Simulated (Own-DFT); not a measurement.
# Strain and stress in 2H SiC, 72 atoms (C36Si36)

Calculated results; nothing here was measured. They come from Own-DFT, an in-house plane-wave density functional program, since retired, whose code no person has reviewed. Each row is one single-point run on a periodic cell that was not relaxed, without spin or spin-orbit coupling.

Settings of every run: PBE; PseudoDojo norm-conserving scalar-relativistic files; cutoff 42 hartree; 4 x 4 x 3 k mesh centred on Gamma; Fermi-Dirac smearing of 0.1 eV.

Known limits: forces on such cells passed a denser k mesh, each cell not checked; stress not checked against mesh or cutoff.

Unstrained cell vectors in Å: (9.248, 0.000, 0.000); (-4.624, 8.009, 0.000); (0.000, 0.000, 10.068). The unstrained cell has measured lattice constants (interpolated for alloys), not those of this functional. That, the random moves and any unrelaxed bonds set the pressure at no strain. Each run strains this cell uniformly, with the atoms carried along. Every atom was also moved at random, by a Gaussian of width 0.05 Å on each axis. Strain is the symmetric tensor, in per cent. Stress is positive in tension, and the pressure is minus a third of its trace.

| run | e_xx (%) | e_yy (%) | e_zz (%) | e_yz (%) | e_xz (%) | e_xy (%) | s_xx (GPa) | s_yy (GPa) | s_zz (GPa) | s_yz (GPa) | s_xz (GPa) | s_xy (GPa) | P (GPa) | E (meV/atom) |
|---|---|---|---|---|---|---|---|---|---|---|---|---|---|---|
| 1 | -0.87 | -1.40 | 0.53 | -1.81 | -1.94 | 1.52 | -10.67 | -15.15 | -5.48 | -6.87 | -6.13 | 7.39 | 10.43 | 52.0 |
| 2 | -0.78 | -1.32 | -0.78 | -1.21 | -0.70 | -0.81 | -9.99 | -12.42 | -13.63 | -4.15 | -1.37 | -3.76 | 12.02 | 25.7 |
| 3 | 0.09 | -0.78 | 0.66 | 1.59 | 0.37 | -1.14 | -4.69 | -9.19 | -2.76 | 5.32 | 0.64 | -6.24 | 5.55 | 8.2 |
| 4 | 0.92 | 0.87 | 1.67 | 0.01 | -1.26 | 1.12 | 2.92 | 1.52 | 1.57 | -0.29 | -4.35 | 4.84 | -2.00 | 6.8 |
| 5 | 0.27 | 1.02 | 1.04 | 1.75 | 1.31 | 0.81 | -2.69 | 2.27 | -0.46 | 5.28 | 3.45 | 3.07 | 0.29 | 12.8 |
| 6 | 0.10 | 1.83 | 0.73 | 0.42 | 0.71 | 0.63 | -1.69 | 4.48 | -1.30 | 1.84 | 1.48 | 2.10 | -0.50 | 12.9 |
| 7 | 1.85 | 1.61 | 0.64 | 0.48 | -1.20 | -0.91 | 6.89 | 6.05 | -4.23 | 1.19 | -3.79 | -4.50 | -2.90 | 11.8 |
| 8 | 0.64 | 1.12 | -1.49 | 1.03 | -0.53 | 1.54 | 0.51 | 3.43 | -18.27 | 3.81 | -1.61 | 5.93 | 4.77 | 11.4 |
| 9 | -0.62 | 0.32 | 1.78 | 1.15 | -1.54 | 1.63 | -8.88 | -1.92 | 3.52 | 3.62 | -4.35 | 7.68 | 2.42 | 18.3 |
| 10 | -1.07 | 1.24 | 1.30 | 1.55 | 1.40 | 1.50 | -7.54 | 2.65 | 0.13 | 5.35 | 4.64 | 5.43 | 1.59 | 0.0 |
| 11 | 1.98 | 1.90 | 1.95 | 1.41 | 1.63 | 0.98 | 6.98 | 6.85 | 5.51 | 4.67 | 5.47 | 3.52 | -6.45 | 15.2 |
| 12 | -1.42 | -1.19 | -1.29 | -1.35 | -1.88 | -0.65 | -14.22 | -15.61 | -16.41 | -3.40 | -6.47 | -2.60 | 15.41 | 51.6 |
| 13 | 0.18 | 0.25 | 1.17 | -0.89 | 1.16 | 0.16 | -3.67 | -2.65 | 0.39 | -2.89 | 4.23 | 1.40 | 1.98 | 2.6 |
| 14 | -0.81 | -1.45 | 1.57 | 0.26 | -1.52 | 0.53 | -9.95 | -12.59 | 0.88 | 0.49 | -4.20 | 2.39 | 7.22 | 22.9 |
| 15 | -1.56 | 0.40 | 1.48 | -1.90 | 1.95 | -1.77 | -11.46 | -5.19 | 0.43 | -7.30 | 6.07 | -8.49 | 5.41 | 43.1 |
| 16 | -0.94 | -0.29 | 1.83 | -0.57 | 0.76 | -1.41 | -8.70 | -6.98 | 3.14 | -1.81 | 2.04 | -5.89 | 4.18 | 5.2 |
| 17 | -0.98 | 0.56 | 1.68 | -0.60 | 1.26 | -1.87 | ? | ? | ? | ? | ? | ? | ? | ? |

E is the free energy for each atom above the lowest run shown.

## Worked fit

Each stress component was fitted by least squares to a constant and the strains of the runs shown, as fractions, with shears doubled. Shear strains stay in the fit of a normal stress only where such slopes are resolved. The slopes, in GPa:

| stress | at no strain | per e_xx | per e_yy | per e_zz | scatter |
|---|---|---|---|---|---|
| s_xx | -4.6 | 502 ± 29 | 124 ± 27 | 10 ± 23 | 0.92 |
| s_yy | -5.0 | 100 ± 43 | 574 ± 40 | 24 ± 33 | 1.36 |
| s_zz | -8.1 | 8 ± 30 | 30 ± 28 | 639 ± 24 | 0.96 |

Each shear stress against twice its own strain: yz 173 ± 7, xz 161 ± 8, xy 228 ± 7 GPa. These are stiffnesses along x, y and z of the frame in which the cell vectors are given, which need not be the crystal's axes. The atoms are held to the strained lattice; where symmetry lets them move under strain, relaxing them would lower some slopes. The table should be nearly symmetric about its diagonal, and what it lacks of that shows the noise. A ninth of its sum, 223 ± 5 GPa, estimates the bulk modulus near the mean pressure of these runs, 3.7 GPa, so it lies above the value at zero pressure.

## Withheld run

Question: what normal stresses and pressure should run 17 give?

The fit gives s_xx = -8.6, s_yy = -2.3, s_zz = 2.7 and P = 2.7 GPa. The calculation gave -9.89, -1.23, 2.70 and P = 2.81 GPa.
